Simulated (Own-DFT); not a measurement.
# Response to strain: wurtzite AlGaN with randomly placed atoms, 96 atoms (Al12Ga36N48)

All numbers below are calculated, not measured. The program, named Own-DFT, is a retired in-house plane-wave density functional code that no person has reviewed. Each row is one single-point run on a periodic cell that was not relaxed, without spin or spin-orbit coupling.

Settings of every run: PBE; PseudoDojo norm-conserving scalar-relativistic files (stringent for Ga); cutoff 96 hartree; 3 x 4 x 3 k mesh centred on Gamma; Gaussian smearing of 0.01 eV.

Known limits: k mesh not checked against a denser one; stress not checked against mesh or cutoff.

Unstrained cell vectors in Å: (12.679, 0.000, 0.000); (-4.755, 8.235, 0.000); (0.000, 0.000, 10.268). The unstrained cell has measured lattice constants (interpolated for alloys), not those of this functional. That, the random moves and any unrelaxed bonds set the pressure at no strain. Each run strains this cell uniformly, with the atoms carried along. Every atom was also moved at random, by a Gaussian of width 0.05 Å on each axis. The random placing of the alloy's atoms differs from row to row. Strain is the symmetric tensor, in per cent. Stress is positive in tension, and the pressure is minus a third of its trace.

| run | e_xx (%) | e_yy (%) | e_zz (%) | s_xx (GPa) | s_yy (GPa) | s_zz (GPa) | P (GPa) | E (meV/atom) |
|---|---|---|---|---|---|---|---|---|
| 1 | -0.50 | -0.50 | 0.00 | -10.39 | -9.98 | -7.35 | 9.24 | 23.9 |
| 2 | 1.25 | 1.25 | 0.00 | -1.11 | -0.67 | -5.28 | 2.35 | 13.7 |
| 3 | -1.75 | -1.75 | 0.00 | -18.52 | -17.56 | -8.51 | 14.86 | 40.6 |
| 4 | -1.00 | -1.00 | 0.00 | -12.48 | -10.90 | -10.19 | 11.19 | 22.2 |
| 5 | 2.00 | 2.00 | 0.00 | 2.67 | 2.33 | -3.37 | -0.54 | 3.9 |
| 6 | 2.75 | 2.75 | 0.00 | 5.73 | 5.09 | -2.57 | -2.75 | 18.9 |
| 7 | 0.75 | 0.75 | 0.00 | -2.52 | -2.65 | -6.10 | 3.76 | 0.0 |
| 8 | -2.50 | -2.50 | 0.00 | -23.51 | -21.60 | -10.16 | 18.42 | 55.0 |
| 9 | -2.00 | -2.00 | 0.00 | ? | ? | ? | ? | ? |

E is the free energy for each atom above the lowest run shown.

## Worked fit

The change of volume is close to e_xx + e_yy + e_zz. A straight line through the runs shown gives P = 7.63 - 202 x (fractional change of volume) GPa, with an error of 7 on the slope and a scatter of 0.66 GPa. The strain isn't the same on all axes and the cell isn't cubic, so the slope belongs to this path and is not the bulk modulus.

## Withheld run

Question: what pressure should run 9 give? Its volume changes by -3.96 %.

The line gives 15.6 GPa. The calculation gave 16.09 GPa.
